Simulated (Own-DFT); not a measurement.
# Misfit strain and the stress it brings: diamond-structure SiGeSn with randomly placed atoms, 64 atoms (Ge48Si8Sn8)

Everything here is calculated. The program is Own-DFT (plane waves, in-house, since retired, never reviewed by a person); positions were held fixed, and spin and spin-orbit coupling were off.

Method: PBE; PseudoDojo norm-conserving scalar-relativistic files; cutoff 49 hartree; 3 x 3 x 3 k mesh centred on Gamma; Fermi-Dirac smearing of 0.1 eV.

Known weak points: forces on such cells moved up to 12 meV/angstrom on a denser k mesh; stress not checked against mesh or cutoff.

Unstrained cell vectors in Å: (11.467, 0.000, 0.000); (0.000, 11.467, 0.000); (0.000, 0.000, 11.467). The unstrained cell has measured lattice constants (interpolated for alloys), not those of this functional. That, the random moves and any unrelaxed bonds set the pressure at no strain. Each run strains x and y alike by e, as a substrate would, and holds the height along z. Each atom got a random Gaussian move of width 0.05 Å along each axis. The random placing of the alloy's atoms differs from row to row. Stress is positive in tension.

```
e (%)  u (Å)  (s_xx + s_yy)/2 (GPa)  s_zz (GPa)
-3.00  0.050                 -10.92       -8.93
-2.25  0.050                  -9.28       -7.88
-1.75  0.050                      ?           ?
-1.50  0.052                  -7.88       -6.88
-1.25  0.050                  -7.18       -6.33
-1.00  0.048                  -6.71       -6.13
 0.25  0.049                  -4.73       -4.87
 2.25  0.051                  -1.41       -2.63
 2.50  0.046                  -1.02       -2.42
 3.00  0.049                  -0.10       -1.79
```

## Worked fit

With e as a fraction, the in-plane stress is -5.0 + 177 e - 575 e² GPa (errors 2 and 140, scatter 0.13), and s_zz is -5.0 + 116 e - 423 e² GPa (slope ± 2, scatter 0.12). At e = 0 the first slope is C11 + C12 and the second 2 C12, both with the ions held to the strained lattice and at the cell's own pressure. The term in e² is negative: the layer stiffens under compression and softens under tension. A free layer would change its height as e changes, and the in-plane slope would drop by 2 C12²/C11 to the biaxial modulus. At fixed height, a misfit of 1 % moves the in-plane stress by about 1.8 GPa and s_zz by 1.2 GPa.

## Withheld run

The question: what are the two stresses at e = -1.75 %?

The fit gives -8.3 and -7.2 GPa. The hidden result is -8.33 and -7.27 GPa.
